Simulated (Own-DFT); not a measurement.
GaN (wurtzite, strained, atoms displaced), GaP (zincblende, strained, atoms displaced) (calculated)

Computed with Own-DFT development build. A calculation, not a measurement: plane-wave PBE density functional theory by an unreviewed code, no spin, of a simulated periodic cell, stress positive in tension, free energy of the whole cell less one offset for each atom, forces on such cells passed a denser k mesh, this cell's mesh not checked; offsets are fitted by least squares, one for each functional and potential file, so energies compare only between cells with the same atoms and settings and are not formation energies; the far tail of each file's local potential was reset to the Coulomb form; each entry is a single point on an unrelaxed cell, so the pressure reflects the starting lattice, mostly measured values (interpolated for alloys), from which strain is counted, and rises with the displacements; printed positions are rounded, which can move forces by about a meV/angstrom; the program, named Own-DFT, is a retired in-house code; no spin-orbit coupling.

Common to all runs: functional PBE.

(1) 
```cif
# cell vector a (Å): 12.7560 0.0000 0.0000
# cell vector b (Å): -4.7835 8.2853 0.0000
# cell vector c (Å): 0.0000 0.0000 10.6811
data_GaN
_symmetry_space_group_name_H-M 'P 1'
_symmetry_Int_Tables_number 1
_cell_length_a 12.7560
_cell_length_b 9.5670
_cell_length_c 10.6811
_cell_angle_alpha 90.000
_cell_angle_beta 90.000
_cell_angle_gamma 120.000
_cell_volume 1128.86
loop_
_atom_site_label
_atom_site_type_symbol
_atom_site_fract_x
_atom_site_fract_y
_atom_site_fract_z
_atom_site_occupancy
Ga1 Ga 0.07419 0.21244 0.99608 1
Ga2 Ga 0.17055 0.11108 0.24391 1
N1 N 0.07111 0.20717 0.19220 1
N2 N 0.16859 0.11161 0.43400 1
Ga3 Ga 0.09021 0.23798 0.49797 1
Ga4 Ga 0.16377 0.11195 0.75341 1
N3 N 0.08198 0.22379 0.68687 1
N4 N 0.16676 0.10554 0.94001 1
Ga5 Ga 0.07324 0.54218 0.99912 1
Ga6 Ga 0.16497 0.45116 0.25692 1
N5 N 0.08125 0.55415 0.19130 1
N6 N 0.16151 0.43415 0.43907 1
Ga7 Ga 0.07798 0.54616 0.49413 1
Ga8 Ga 0.16939 0.44513 0.75214 1
N7 N 0.08737 0.55655 0.68166 1
N8 N 0.17181 0.45593 0.93561 1
Ga9 Ga 0.08652 0.89020 0.00254 1
Ga10 Ga 0.17624 0.78835 0.25346 1
N9 N 0.08543 0.89024 0.19058 1
N10 N 0.16558 0.78166 0.43863 1
Ga11 Ga 0.07938 0.88542 0.49997 1
Ga12 Ga 0.16807 0.77584 0.74681 1
N11 N 0.08443 0.88921 0.69507 1
N12 N 0.16571 0.77362 0.94136 1
Ga13 Ga 0.33080 0.21811 0.00319 1
Ga14 Ga 0.41399 0.11537 0.24438 1
N13 N 0.33647 0.22611 0.18511 1
N14 N 0.41838 0.11209 0.43387 1
Ga15 Ga 0.33496 0.22138 0.50470 1
Ga16 Ga 0.41758 0.11540 0.74921 1
N15 N 0.32625 0.20807 0.68693 1
N16 N 0.41706 0.11802 0.94127 1
Ga17 Ga 0.33629 0.56128 0.00814 1
Ga18 Ga 0.41582 0.45238 0.25171 1
N17 N 0.33426 0.55429 0.18861 1
N18 N 0.41070 0.43848 0.42654 1
Ga19 Ga 0.33316 0.55585 0.50003 1
Ga20 Ga 0.41497 0.44377 0.74833 1
N19 N 0.33789 0.54888 0.68960 1
N20 N 0.42307 0.44293 0.94229 1
Ga21 Ga 0.33245 0.88675 0.99092 1
Ga22 Ga 0.41084 0.78124 0.24519 1
N21 N 0.33738 0.89119 0.18803 1
N22 N 0.41639 0.77306 0.43726 1
Ga23 Ga 0.32546 0.88742 0.50090 1
Ga24 Ga 0.42111 0.77799 0.75109 1
N23 N 0.33248 0.87924 0.68782 1
N24 N 0.42380 0.79110 0.93826 1
Ga25 Ga 0.58615 0.22266 0.99586 1
Ga26 Ga 0.66783 0.12420 0.25053 1
N25 N 0.58921 0.21728 0.18593 1
N26 N 0.66095 0.10207 0.43961 1
Ga27 Ga 0.58441 0.22601 0.49178 1
Ga28 Ga 0.67860 0.11121 0.75001 1
N27 N 0.57839 0.21655 0.68389 1
N28 N 0.66166 0.10481 0.94033 1
Ga29 Ga 0.58264 0.55204 0.99192 1
Ga30 Ga 0.67095 0.44409 0.24912 1
N29 N 0.59268 0.56437 0.19194 1
N30 N 0.66512 0.44482 0.44119 1
Ga31 Ga 0.58782 0.56063 0.49593 1
Ga32 Ga 0.66302 0.44393 0.75017 1
N31 N 0.58210 0.56085 0.69068 1
N32 N 0.67151 0.43636 0.94343 1
Ga33 Ga 0.58271 0.88662 0.00409 1
Ga34 Ga 0.66180 0.77688 0.26525 1
N33 N 0.58212 0.88429 0.18782 1
N34 N 0.66730 0.78219 0.43826 1
Ga35 Ga 0.58398 0.89422 0.50087 1
Ga36 Ga 0.65795 0.77510 0.75481 1
N35 N 0.58270 0.89104 0.68967 1
N36 N 0.66695 0.78155 0.93794 1
Ga37 Ga 0.83451 0.21918 0.99811 1
Ga38 Ga 0.91091 0.10857 0.24728 1
N37 N 0.84018 0.22078 0.18419 1
N38 N 0.91696 0.11180 0.43386 1
Ga39 Ga 0.83363 0.21717 0.50142 1
Ga40 Ga 0.91008 0.10599 0.75016 1
N39 N 0.83913 0.22431 0.67880 1
N40 N 0.91287 0.11216 0.93329 1
Ga41 Ga 0.83736 0.56115 0.99550 1
Ga42 Ga 0.91713 0.45326 0.24565 1
N41 N 0.82758 0.55294 0.18988 1
N42 N 0.92066 0.44998 0.44268 1
Ga43 Ga 0.83470 0.56257 0.50065 1
Ga44 Ga 0.91397 0.44952 0.75549 1
N43 N 0.83273 0.54838 0.68734 1
N44 N 0.91949 0.44625 0.93925 1
Ga45 Ga 0.83690 0.89957 0.99922 1
Ga46 Ga 0.92084 0.76612 0.24649 1
N45 N 0.82942 0.88019 0.18667 1
N46 N 0.93036 0.78814 0.43737 1
Ga47 Ga 0.83636 0.89229 0.50368 1
Ga48 Ga 0.90666 0.77466 0.74479 1
N47 N 0.83714 0.89108 0.69003 1
N48 N 0.91308 0.78706 0.93641 1
_calc_potential_files 'PseudoDojo norm-conserving, scalar-relativistic, standard set with the stringent files for Ga'
_calc_wave_cutoff 96  # hartree
_calc_occupations 'Gaussian'
_calc_smearing_width 0.01  # eV
_calc_k_mesh '3 x 4 x 3 centred on Gamma'
_calc_free_energy_of_cell_above_offsets '-4.898'  # eV
_calc_pressure 1.66  # GPa
_calc_stress_xx -5.86  # GPa
_calc_stress_yy -3.96  # GPa
_calc_stress_zz 4.85  # GPa
_calc_stress_yz 0.69  # GPa
_calc_stress_xz -1.03  # GPa
_calc_stress_xy 0.51  # GPa
```

Force:
```tsv
element	x (eV/Å)	y (eV/Å)	z (eV/Å)
Ga	1.353	1.342	1.118
Ga	-1.196	0.47	1.27
N	1.687	1.946	-1.327
N	-0.125	0.181	0.418
Ga	0.301	-4.943	1.02
Ga	-0.098	-0.57	-0.313
N	0.017	-0.141	0.297
N	-0.842	0.969	-0.243
Ga	2.304	2.158	0.969
Ga	0.601	-1.681	-1.075
N	0.161	0.984	-0.534
N	0.276	4.076	-1.157
Ga	0.908	1.685	1.277
Ga	-0.403	0.143	-0.337
N	-0.64	-0.534	0.607
N	0.186	-1.435	0.534
Ga	-0.392	-0.888	-0.206
Ga	-0.898	-0.847	-0.237
N	0.622	-0.617	-0.819
N	0.305	-1.122	-0.45
Ga	2.057	2.314	1.452
Ga	-0.439	-0.11	0.589
N	-0.743	-0.485	-0.89
N	-0.383	-0.331	-0.512
Ga	0.031	0.83	-0.216
Ga	1.381	-0.105	0.782
N	-0.543	0.29	-0.106
N	-0.355	-0.203	-0.057
Ga	-0.539	-0.338	-1.154
Ga	0.379	-1.234	0.425
N	0.053	1.665	0.21
N	0.585	-0.834	-0.721
Ga	0.194	-0.223	-1.183
Ga	1.84	-0.563	-0.958
N	-1.532	0.456	0.035
N	0.656	0.695	2.44
Ga	0.381	-0.232	0.05
Ga	1.051	-1.348	0.975
N	-1.548	1.053	-0.699
N	-2.077	-0.26	-0.95
Ga	-0.322	0.693	0.878
Ga	2.397	-0.377	1.204
N	-1.318	0.705	-1.112
N	-0.781	0.509	-0.11
Ga	1.693	0.307	0.188
Ga	-0.794	-0.284	0.128
N	-0.044	1.028	0.009
N	-0.18	-1.787	-0.36
Ga	-0.396	-0.982	0.823
Ga	2.701	-2.657	0.498
N	-2.832	1.631	-0.638
N	0.549	2.25	-0.796
Ga	-0.087	-1.062	1.328
Ga	-2.188	0.191	0.172
N	1.068	0.829	0.191
N	1.418	0.786	-0.91
Ga	1.402	1.065	1.877
Ga	-2.094	-0.405	0.274
N	-0.964	-1.382	-0.495
N	0.904	0.721	-0.789
Ga	-1.367	-0.497	0.42
Ga	0.398	-0.778	-0.048
N	0.594	-0.762	-0.789
N	-0.886	1.548	-1.371
Ga	0.508	0.219	0.644
Ga	0.807	0.47	-2.924
N	-0.479	0.731	0.507
N	0.506	-0.034	1.815
Ga	-0.498	-1.503	0.434
Ga	0.985	0.691	-0.01
N	0.678	0.182	-0.667
N	0.301	-0.462	-0.344
Ga	-1.472	0.155	0.793
Ga	0.94	-1.725	1.016
N	-2.34	1.263	-0.199
N	0.078	-0.006	0.616
Ga	-0.359	0.523	-1.271
Ga	1.296	1.024	-0.49
N	-0.601	0.252	1.74
N	0.306	0.212	-0.545
Ga	-0.576	0.413	0.601
Ga	0.618	-1.451	1.028
N	1.784	0.089	-1.234
N	-1.943	-1.31	-1.392
Ga	0.637	-0.396	-0.056
Ga	2.033	-0.442	-1.053
N	-1.468	0.916	-0.079
N	-1.625	-0.982	-0.682
Ga	-0.808	-1.673	1.315
Ga	-1.657	2.209	0.565
N	0.238	0.431	0.34
N	-3.477	-2.211	-0.717
Ga	0.286	0.346	-0.747
Ga	2.457	-0.102	1.207
N	-2.027	-0.374	-0.907
N	1.429	-0.956	-0.193
```

(2) 
```cif
# cell vector a (Å): 10.8620 0.0000 0.0000
# cell vector b (Å): 0.0000 10.8620 0.0000
# cell vector c (Å): 0.0000 0.0000 10.9439
data_GaP
_symmetry_space_group_name_H-M 'P 1'
_symmetry_Int_Tables_number 1
_cell_length_a 10.8620
_cell_length_b 10.8620
_cell_length_c 10.9439
_cell_angle_alpha 90.000
_cell_angle_beta 90.000
_cell_angle_gamma 90.000
_cell_volume 1291.19
loop_
_atom_site_label
_atom_site_type_symbol
_atom_site_fract_x
_atom_site_fract_y
_atom_site_fract_z
_atom_site_occupancy
Ga1 Ga 0.00049 0.99779 0.00178 1
Ga2 Ga 0.99727 0.25442 0.25102 1
Ga3 Ga 0.24857 0.99851 0.24911 1
Ga4 Ga 0.24783 0.24946 0.99458 1
P1 P 0.12829 0.12549 0.12550 1
P2 P 0.12191 0.37370 0.37097 1
P3 P 0.37378 0.12365 0.37570 1
P4 P 0.37434 0.37874 0.12187 1
Ga5 Ga 0.99917 0.00061 0.50408 1
Ga6 Ga 0.99960 0.24548 0.75133 1
Ga7 Ga 0.24812 0.99770 0.75166 1
Ga8 Ga 0.24606 0.25028 0.49872 1
P5 P 0.12450 0.12474 0.62375 1
P6 P 0.12663 0.37674 0.87731 1
P7 P 0.37514 0.12640 0.87419 1
P8 P 0.37230 0.37090 0.62431 1
Ga9 Ga 0.99851 0.50742 0.00257 1
Ga10 Ga 0.00163 0.74533 0.25078 1
Ga11 Ga 0.24816 0.50020 0.24450 1
Ga12 Ga 0.24868 0.74796 0.00408 1
P9 P 0.12972 0.62706 0.12604 1
P10 P 0.12717 0.87249 0.37594 1
P11 P 0.37556 0.61967 0.37721 1
P12 P 0.37500 0.87455 0.12847 1
Ga13 Ga 0.99723 0.50183 0.50130 1
Ga14 Ga 0.00235 0.74833 0.74833 1
Ga15 Ga 0.25213 0.50324 0.75003 1
Ga16 Ga 0.24956 0.75058 0.49705 1
P13 P 0.11931 0.62229 0.63099 1
P14 P 0.12302 0.87774 0.86723 1
P15 P 0.37746 0.62251 0.87981 1
P16 P 0.37350 0.87839 0.62153 1
Ga17 Ga 0.49632 0.00073 0.99878 1
Ga18 Ga 0.50373 0.24973 0.24569 1
Ga19 Ga 0.75109 0.99841 0.25003 1
Ga20 Ga 0.75414 0.24730 0.99903 1
P17 P 0.62473 0.12557 0.12579 1
P18 P 0.62754 0.37592 0.37241 1
P19 P 0.87704 0.12360 0.37253 1
P20 P 0.87821 0.37737 0.12088 1
Ga21 Ga 0.49846 0.99979 0.49585 1
Ga22 Ga 0.50334 0.24827 0.74708 1
Ga23 Ga 0.74696 0.99416 0.75389 1
Ga24 Ga 0.75119 0.24731 0.49920 1
P21 P 0.62633 0.12471 0.62651 1
P22 P 0.62516 0.37194 0.87304 1
P23 P 0.88045 0.11836 0.87505 1
P24 P 0.87602 0.37405 0.62035 1
Ga25 Ga 0.50243 0.50152 0.99729 1
Ga26 Ga 0.50331 0.74627 0.24709 1
Ga27 Ga 0.74813 0.49533 0.24623 1
Ga28 Ga 0.75110 0.75119 0.00226 1
P25 P 0.62642 0.62218 0.12151 1
P26 P 0.62001 0.87512 0.37128 1
P27 P 0.87159 0.62696 0.37490 1
P28 P 0.87357 0.87628 0.12167 1
Ga29 Ga 0.50383 0.49881 0.49695 1
Ga30 Ga 0.50379 0.75362 0.75015 1
Ga31 Ga 0.75112 0.50073 0.75252 1
Ga32 Ga 0.75254 0.75307 0.50237 1
P29 P 0.62438 0.62769 0.62562 1
P30 P 0.62298 0.87394 0.87577 1
P31 P 0.88201 0.62821 0.87734 1
P32 P 0.87024 0.87312 0.62741 1
_calc_potential_files 'PseudoDojo norm-conserving, scalar-relativistic, standard set'
_calc_wave_cutoff 42  # hartree
_calc_occupations 'Fermi-Dirac'
_calc_smearing_width 0.1  # eV
_calc_hardware 'one NVIDIA H100'
_calc_k_mesh '3 x 3 x 3 centred on Gamma'
_calc_free_energy_of_cell_above_offsets '-35.152'  # eV
_calc_pressure 3.11  # GPa
_calc_stress_xx -3.29  # GPa
_calc_stress_yy -3.32  # GPa
_calc_stress_zz -2.73  # GPa
_calc_stress_yz 0.02  # GPa
_calc_stress_xz 0.04  # GPa
_calc_stress_xy -0.02  # GPa
_calc_wall_time 512.8  # s
```

Force:
```tsv
element	x (eV/Å)	y (eV/Å)	z (eV/Å)
Ga	0.534	0.119	-0.007
Ga	0.161	-0.568	-0.487
Ga	0.158	0.132	0.292
Ga	0.349	0.142	0.559
P	-0.529	0.064	-0.046
P	0.286	0.682	0.468
P	0.018	0.49	-0.437
P	0.218	-0.591	-0.064
Ga	-0.034	-0.362	-0.32
Ga	0.166	0.635	-0.143
Ga	0.495	0.59	-0.523
Ga	0.161	-0.085	-0.21
P	0.122	-0.031	0.298
P	-0.607	0.191	-0.401
P	-0.019	-0.184	-0.278
P	0.392	0.515	-0.099
Ga	0.763	-0.544	-0.122
Ga	-0.243	0.559	-0.014
Ga	0.389	-0.323	0.717
Ga	0.353	0.726	-0.82
P	-0.835	-0.145	0.001
P	-0.69	0.357	-0.149
P	-0.138	0.407	-0.518
P	0.053	-0.137	-0.415
Ga	0.195	-0.117	-0.442
Ga	-0.471	0.462	0.102
Ga	0.053	-0.447	0.182
Ga	0.095	-0.565	0.6
P	0.926	0.17	-1.015
P	0.123	-0.697	1.232
P	-0.208	0.807	-0.732
P	0.147	-0.453	0.416
Ga	0.126	-0.02	0.275
Ga	-0.77	0.295	0.42
Ga	-0.23	0.1	-0.019
Ga	-0.127	-0.043	-0.174
P	0.372	-0.344	-0.459
P	-0.126	-0.544	0.214
P	-0.158	-0.055	0.206
P	-0.326	-0.196	0.204
Ga	0.161	0.229	0.364
Ga	-0.476	0.122	0.096
Ga	0.204	0.585	-0.168
Ga	-0.047	0.081	-0.125
P	0.089	-0.503	-0.402
P	0.275	0.169	0.242
P	-0.734	0.319	-0.034
P	-0.213	-0.128	0.777
Ga	0.033	-0.608	0.135
Ga	-0.482	-0.198	0.225
Ga	0.416	0.44	0.103
Ga	-0.072	-0.206	-0.412
P	0.142	0.184	0.172
P	0.753	-0.186	0.34
P	0.053	-0.367	-0.174
P	0.403	-0.347	0.693
Ga	-0.274	-0.199	0.574
Ga	-0.892	-0.301	-0.188
Ga	0.189	-0.003	-0.251
Ga	-0.743	-0.145	-0.524
P	0.268	-0.331	-0.056
P	0.081	0.065	0.557
P	-0.971	0.052	-0.272
P	0.698	0.282	0.04
```

(3) 
```cif
# cell vector a (Å): 12.7560 0.0000 0.0000
# cell vector b (Å): -4.7835 8.2853 0.0000
# cell vector c (Å): 0.0000 0.0000 10.6292
data_GaN
_symmetry_space_group_name_H-M 'P 1'
_symmetry_Int_Tables_number 1
_cell_length_a 12.7560
_cell_length_b 9.5670
_cell_length_c 10.6292
_cell_angle_alpha 90.000
_cell_angle_beta 90.000
_cell_angle_gamma 120.000
_cell_volume 1123.37
loop_
_atom_site_label
_atom_site_type_symbol
_atom_site_fract_x
_atom_site_fract_y
_atom_site_fract_z
_atom_site_occupancy
Ga1 Ga 0.08887 0.22395 0.00085 1
Ga2 Ga 0.17004 0.11138 0.24894 1
N1 N 0.07626 0.22251 0.18240 1
N2 N 0.17201 0.11942 0.42768 1
Ga3 Ga 0.08746 0.22657 0.50378 1
Ga4 Ga 0.16393 0.12026 0.75148 1
N3 N 0.08470 0.22889 0.68699 1
N4 N 0.17334 0.11390 0.93835 1
Ga5 Ga 0.07833 0.55962 0.00571 1
Ga6 Ga 0.17165 0.44107 0.24293 1
N5 N 0.07810 0.55394 0.19457 1
N6 N 0.16899 0.44484 0.43241 1
Ga7 Ga 0.08644 0.56092 0.50869 1
Ga8 Ga 0.16812 0.45234 0.74717 1
N7 N 0.08003 0.55891 0.68069 1
N8 N 0.16615 0.44033 0.93940 1
Ga9 Ga 0.07548 0.89513 0.00204 1
Ga10 Ga 0.16866 0.78323 0.24665 1
N9 N 0.08156 0.89089 0.18106 1
N10 N 0.16600 0.78520 0.44071 1
Ga11 Ga 0.08146 0.88349 0.51147 1
Ga12 Ga 0.15805 0.76589 0.74426 1
N11 N 0.08930 0.88725 0.68603 1
N12 N 0.17203 0.78461 0.93186 1
Ga13 Ga 0.34122 0.22475 0.99922 1
Ga14 Ga 0.41017 0.10781 0.24568 1
N13 N 0.33902 0.22830 0.18226 1
N14 N 0.41947 0.11179 0.43232 1
Ga15 Ga 0.32683 0.22102 0.49935 1
Ga16 Ga 0.41653 0.10610 0.74724 1
N15 N 0.33316 0.21627 0.68285 1
N16 N 0.42092 0.11559 0.93156 1
Ga17 Ga 0.32914 0.55566 0.00441 1
Ga18 Ga 0.41427 0.44708 0.24943 1
N17 N 0.33885 0.56467 0.20062 1
N18 N 0.41620 0.44201 0.44091 1
Ga19 Ga 0.33749 0.55796 0.50027 1
Ga20 Ga 0.42308 0.44777 0.75065 1
N19 N 0.33266 0.54303 0.68824 1
N20 N 0.40632 0.44259 0.93417 1
Ga21 Ga 0.33571 0.88970 0.98955 1
Ga22 Ga 0.41153 0.77061 0.25004 1
N21 N 0.32153 0.88650 0.18633 1
N22 N 0.41149 0.77914 0.44250 1
Ga23 Ga 0.34083 0.89398 0.50328 1
Ga24 Ga 0.41970 0.78086 0.75253 1
N23 N 0.32200 0.88238 0.68549 1
N24 N 0.41146 0.77705 0.93973 1
Ga25 Ga 0.58704 0.21711 0.00623 1
Ga26 Ga 0.66521 0.11252 0.25018 1
N25 N 0.58944 0.22216 0.18939 1
N26 N 0.66041 0.10733 0.43816 1
Ga27 Ga 0.58185 0.22833 0.51019 1
Ga28 Ga 0.66556 0.11575 0.75020 1
N27 N 0.58577 0.22371 0.69159 1
N28 N 0.66915 0.11213 0.93808 1
Ga29 Ga 0.58396 0.56087 0.00606 1
Ga30 Ga 0.66296 0.43701 0.24662 1
N29 N 0.57917 0.55030 0.18733 1
N30 N 0.66999 0.44189 0.43958 1
Ga31 Ga 0.57189 0.55175 0.50175 1
Ga32 Ga 0.66703 0.44514 0.75292 1
N31 N 0.58850 0.55452 0.68758 1
N32 N 0.67218 0.45552 0.94978 1
Ga33 Ga 0.58094 0.88551 0.99989 1
Ga34 Ga 0.67193 0.78630 0.25550 1
N33 N 0.58939 0.89513 0.18292 1
N34 N 0.66662 0.76720 0.43063 1
Ga35 Ga 0.58640 0.88337 0.50739 1
Ga36 Ga 0.65859 0.77563 0.73805 1
N35 N 0.57721 0.88904 0.69261 1
N36 N 0.66650 0.77147 0.93502 1
Ga37 Ga 0.82470 0.22279 0.00492 1
Ga38 Ga 0.92067 0.11891 0.24924 1
N37 N 0.83806 0.22967 0.18746 1
N38 N 0.91171 0.10321 0.43893 1
Ga39 Ga 0.83859 0.23218 0.50078 1
Ga40 Ga 0.92243 0.11034 0.75105 1
N39 N 0.83330 0.23396 0.68103 1
N40 N 0.91140 0.10902 0.94143 1
Ga41 Ga 0.83488 0.56232 0.00737 1
Ga42 Ga 0.91921 0.44642 0.25305 1
N41 N 0.82952 0.56086 0.19604 1
N42 N 0.91983 0.44879 0.44012 1
Ga43 Ga 0.83087 0.54954 0.50612 1
Ga44 Ga 0.91163 0.44472 0.74797 1
N43 N 0.83455 0.55710 0.69677 1
N44 N 0.90916 0.43934 0.93609 1
Ga45 Ga 0.83502 0.89469 0.00608 1
Ga46 Ga 0.91558 0.78357 0.24225 1
N45 N 0.82994 0.88210 0.18827 1
N46 N 0.92087 0.78230 0.43573 1
Ga47 Ga 0.83513 0.88417 0.49928 1
Ga48 Ga 0.91524 0.78064 0.75577 1
N47 N 0.83118 0.88692 0.68093 1
N48 N 0.90987 0.77357 0.94084 1
_calc_potential_files 'PseudoDojo norm-conserving, scalar-relativistic, standard set with the stringent files for Ga'
_calc_wave_cutoff 96  # hartree
_calc_occupations 'Gaussian'
_calc_smearing_width 0.01  # eV
_calc_k_mesh '3 x 4 x 3 centred on Gamma'
_calc_free_energy_of_cell_above_offsets '-5.258'  # eV
_calc_pressure 2.16  # GPa
_calc_stress_xx -4.18  # GPa
_calc_stress_yy -4.53  # GPa
_calc_stress_zz 2.22  # GPa
_calc_stress_yz 0.25  # GPa
_calc_stress_xz 0  # GPa
_calc_stress_xy 0.02  # GPa
```

Force:
```tsv
element	x (eV/Å)	y (eV/Å)	z (eV/Å)
Ga	-1.003	-0.504	-0.439
Ga	-0.663	0.068	-0.634
N	2.298	0.227	0.169
N	-1.053	-0.957	1.268
Ga	-0.531	-0.405	-1.504
Ga	2.069	-0.921	0.129
N	-0.098	-0.09	0.05
N	-0.922	-0.108	-0.318
Ga	0.405	-0.21	-0.607
Ga	-1.859	0.284	1.328
N	1.573	0.778	-1.126
N	-0.235	0.192	0.694
Ga	0.246	0.061	-3.244
Ga	0.066	-0.174	0.826
N	0.523	-1.684	1.894
N	-1.007	1.005	-0.253
Ga	1.762	-0.405	-1.042
Ga	-1.912	-1.359	1.578
N	0.059	0.225	0.692
N	1.074	-0.481	-0.508
Ga	-0.29	0.739	-2.293
Ga	0.581	1.616	1.665
N	-2.397	0.992	1.52
N	-1.459	-1.044	0.339
Ga	-0.594	0.11	-0.465
Ga	1.373	0.194	0.829
N	-0.934	-0.154	0.302
N	-0.689	0.423	0.628
Ga	1.607	-0.384	0.042
Ga	-0.801	0.032	-0.003
N	-0.403	0.727	0.639
N	0.631	-0.229	0.635
Ga	0.349	-0.013	-0.364
Ga	1.521	-0.34	0.671
N	-0.492	-2.155	-2.476
N	-0.923	-0.125	-1.041
Ga	-1.044	-0.397	0.088
Ga	-0.437	-1.297	0.189
N	-0.452	1.756	-0.3
N	1.474	0.527	0.641
Ga	-1.552	0.734	1.187
Ga	-0.012	3.618	1.055
N	2.977	0.741	-1.173
N	2.144	-0.559	-0.785
Ga	-2.005	0.265	-0.404
Ga	-2.037	-1.398	-0.068
N	2.16	0.336	0.501
N	1.536	-0.379	-0.416
Ga	-0.915	1.256	-0.692
Ga	1.093	-0.306	1.142
N	-1.724	-0.704	-0.698
N	0.841	0.112	0.562
Ga	0.536	-0.719	-1.754
Ga	1.348	0.029	0.286
N	-0.894	0.051	0.051
N	-0.948	-1.02	-0.675
Ga	-0.297	-0.759	-0.54
Ga	-0.254	1.081	1.162
N	-0.069	0.762	0.713
N	-1.304	0.275	-0.024
Ga	2.884	-0.048	-0.366
Ga	0.513	0.178	1.347
N	-1.118	0.086	-0.498
N	-0.639	-1.713	-1.283
Ga	0.804	-0.101	-0.293
Ga	-0.784	-1.27	-1.371
N	-0.902	-0.88	0.647
N	-0.777	0.686	2.113
Ga	-0.845	0.924	-1.658
Ga	1.744	0.307	2.047
N	0.991	0.63	-0.769
N	-0.789	1.189	-0.406
Ga	1.952	0.426	-0.145
Ga	-0.974	-1.155	0.84
N	-0.712	-0.73	0.314
N	0.432	1.287	-0.28
Ga	-0.52	-1.466	-0.761
Ga	-1.971	-0.017	0.165
N	0.658	-1.735	1.118
N	0.818	0.745	-0.687
Ga	0.22	-1.022	0.271
Ga	-1.326	0.247	0.647
N	1.215	-0.588	-0.896
N	0.132	0.138	-0.113
Ga	0.045	1.198	-0.592
Ga	0.883	-0.045	1.045
N	-0.861	0.56	-1.056
N	0.526	0.953	0.294
Ga	-0.908	-0.819	-0.733
Ga	1.084	-0.622	1.942
N	-0.389	1.895	-0.273
N	-0.006	-0.753	0.136
Ga	-0.064	0.01	-0.518
Ga	0.27	-0.136	-0.508
N	-0.134	0.321	1.03
N	0.516	1.384	-0.375
```
